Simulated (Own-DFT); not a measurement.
# PBE and PBEsol under strain: C11b WSi2, 30 atoms (Si20W10)

Calculated, not measured: single-point runs of Own-DFT, a retired in-house plane-wave DFT program that no person has reviewed, on unrelaxed cells, without spin or spin-orbit coupling.

Keep in mind: forces on such cells failed a check on a denser k mesh; stress not checked against mesh or cutoff.

Each geometry was run with PBE and with PBEsol, otherwise alike: PseudoDojo norm-conserving scalar-relativistic files made for PBE; cutoff 50 hartree; 5 x 5 x 5 k mesh centred on Gamma; cold (Marzari-Vanderbilt) smearing of 0.2 eV. Unstrained cell vectors in Å: (-2.149, -5.953, 3.409); (-6.444, 2.976, 1.136); (-2.553, -2.948, -6.757). Each has a uniform strain, of which the change of volume is shown, and random moves of rms u per axis.

| run | volume change (%) | u (Å) | P with PBE (GPa) | P with PBEsol (GPa) |
|---|---|---|---|---|
| 1 | 0.64 | 0.0488 | 5.45 | 1.37 |
| 2 | 1.10 | 0.0506 | 3.92 | -0.11 |
| 3 | 0.67 | 0.0464 | 4.67 | 0.61 |
| 4 | -1.01 | 0.0482 | 9.43 | 5.31 |
| 5 | -4.47 | 0.0504 | 18.91 | 14.55 |
| 6 | 0.48 | 0.0471 | 4.26 | 0.19 |
| 7 | -2.68 | 0.0477 | 13.75 | 9.51 |
| 8 | -1.02 | 0.0497 | 9.43 | 5.28 |
| 9 | -0.78 | 0.0533 | 8.45 | 4.31 |
| 10 | -0.61 | 0.0503 | 7.19 | 3.07 |
| 11 | -2.25 | 0.0469 | 12.38 | ? |

Q: by how much does PBEsol shrink this cell, and what belongs in the blank?

## Answer

Write v for the change of volume as a fraction. Fitted to v and u², the PBE pressure has a slope of -274 ± 12 GPa in v, with the ions held to the strained lattice. The difference PBEsol less PBE is -4.09 + 5.6 v GPa (slope ± 0.3) and averages -4.14 GPa. Divided by the mean slope of the two, 271 GPa, that makes PBEsol's volume at a given pressure, near 6 GPa, about 1.5 % smaller, or 0.51 % in lengths. At one volume PBEsol's slope is the smaller by 6 GPa, but its pressure there is lower too. If stiffness rises by about 4 GPa for each GPa, PBEsol at equal pressure is stiffer by about 11 GPa. Files made for PBEsol would give a different shift.

For run 11 the line gives 8.16 GPa. The calculation gave 8.16 GPa.
